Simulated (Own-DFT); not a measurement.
# Response to strain: bcc W, 16 atoms (W16)

These are calculations, not measurements. The program, named Own-DFT, is a retired in-house plane-wave density functional code that no person has reviewed. Each row is one single-point run on a periodic cell that was not relaxed, without spin or spin-orbit coupling.

Settings of every run: PBE; PseudoDojo norm-conserving scalar-relativistic files; cutoff 50 hartree; 5 x 5 x 5 k mesh centred on Gamma; cold (Marzari-Vanderbilt) smearing of 0.2 eV.

Known limits: forces on such cells failed a check on a denser k mesh; stress not checked against mesh or cutoff.

Unstrained cell vectors in Å: (6.330, 0.000, 0.000); (0.000, 6.330, 0.000); (0.000, 0.000, 6.330). The unstrained cell has measured lattice constants (interpolated for alloys), not those of this functional. That, the random moves and any unrelaxed bonds set the pressure at no strain. Each run strains this cell uniformly, with the atoms carried along. Every atom was also moved at random, by a Gaussian of width 0.05 Å on each axis. Strain is the symmetric tensor, in per cent. Stress is positive in tension, and the pressure is minus a third of its trace.

| run | e_xx (%) | e_yy (%) | e_zz (%) | e_yz (%) | e_xz (%) | e_xy (%) | s_xx (GPa) | s_yy (GPa) | s_zz (GPa) | s_yz (GPa) | s_xz (GPa) | s_xy (GPa) | P (GPa) | E (meV/atom) |
|---|---|---|---|---|---|---|---|---|---|---|---|---|---|---|
| 1 | 1.72 | -1.17 | 1.37 | 0.32 | -1.97 | 0.98 | 0.61 | -8.29 | -0.46 | 1.37 | -5.70 | 3.15 | 2.71 | 27.1 |
| 2 | -0.30 | -0.39 | 1.73 | -1.08 | 1.81 | -1.60 | -7.73 | -7.90 | -1.28 | -2.63 | 5.24 | -4.34 | 5.64 | 44.3 |
| 3 | 0.17 | 1.11 | 0.50 | 0.64 | -1.41 | -1.14 | -4.53 | -0.79 | -2.59 | 1.69 | -3.60 | -3.03 | 2.64 | 17.2 |
| 4 | -0.75 | -1.29 | -0.66 | 0.52 | -0.61 | -1.16 | -16.85 | -18.42 | -16.39 | 1.88 | -2.14 | -3.97 | 17.22 | 36.2 |
| 5 | -0.44 | 0.48 | 1.50 | 0.95 | 0.38 | 0.49 | -5.42 | -3.01 | 0.22 | 2.99 | 1.00 | 1.74 | 2.74 | 5.9 |
| 6 | -1.57 | -1.02 | 1.68 | -1.96 | -0.83 | -1.89 | -16.36 | -13.88 | -6.24 | -6.27 | -3.67 | -5.84 | 12.16 | 55.5 |
| 7 | -1.11 | -0.56 | -1.17 | -1.07 | 1.94 | -0.57 | -18.91 | -17.85 | -19.79 | -3.26 | 6.93 | -1.32 | 18.85 | 86.3 |
| 8 | -0.13 | 0.99 | 0.79 | 1.90 | 1.38 | 0.89 | -4.84 | -1.37 | -1.73 | 5.42 | 3.95 | 2.04 | 2.64 | 4.3 |
| 9 | -0.95 | 0.00 | -0.20 | 0.04 | -0.02 | -0.78 | -13.92 | -11.64 | -11.41 | -0.10 | -0.08 | -2.82 | 12.33 | 42.0 |
| 10 | 0.31 | 0.21 | -0.73 | 1.93 | 0.37 | -0.91 | -7.03 | -7.41 | -10.42 | 6.28 | 1.50 | -2.98 | 8.29 | 0.0 |
| 11 | -1.44 | 1.53 | -1.63 | -1.40 | -0.47 | 1.53 | -16.40 | -6.99 | -17.65 | -4.49 | -0.96 | 4.97 | 13.68 | 42.0 |
| 12 | 0.75 | -1.45 | -1.30 | 0.97 | 0.75 | -0.88 | -9.99 | -17.70 | -17.50 | 3.29 | 2.77 | -3.12 | 15.07 | 54.2 |
| 13 | -1.04 | 0.10 | -0.09 | -1.88 | -1.94 | -0.88 | -13.78 | -10.02 | -10.34 | -6.23 | -6.61 | -3.59 | 11.38 | 23.6 |
| 14 | -0.16 | -1.53 | 0.39 | -0.83 | -0.54 | 0.15 | -10.71 | -15.89 | -9.61 | -2.83 | -1.70 | 0.39 | 12.07 | 17.2 |
| 15 | -0.71 | -1.51 | 1.07 | 1.60 | 0.33 | -1.99 | ? | ? | ? | ? | ? | ? | ? | ? |

E is the free energy for each atom above the lowest run shown.

## Worked fit

Each stress component was fitted by least squares to a constant and the strains of the runs shown, as fractions, with shears doubled. Shear strains stay in the fit of a normal stress only where such slopes are resolved. The slopes, in GPa:

```
stress  at no strain  per e_xx  per e_yy  per e_zz  scatter
  s_xx          -8.3  553 ± 23  228 ± 21  208 ± 18     0.73
  s_yy          -8.4  234 ± 19  559 ± 16  226 ± 14     0.58
  s_zz          -8.4  242 ± 23  249 ± 21  541 ± 18     0.72
```

Each shear stress against twice its own strain: yz 151 ± 6, xz 160 ± 5, xy 152 ± 8 GPa. These are stiffnesses along x, y and z of the frame in which the cell vectors are given, which need not be the crystal's axes. The atoms are held to the strained lattice; where symmetry lets them move under strain, relaxing them would lower some slopes. The table should be nearly symmetric about its diagonal, and what it lacks of that shows the noise. A ninth of its sum, 338 ± 10 GPa, estimates the bulk modulus near the mean pressure of these runs, 9.8 GPa, so it lies above the value at zero pressure.

## Withheld run

Question: what normal stresses and pressure should run 15 give?

The fit gives s_xx = -13.5, s_yy = -16.1, s_zz = -8.1 and P = 12.6 GPa. The calculation gave -12.98, -15.74, -8.16 and P = 12.29 GPa.
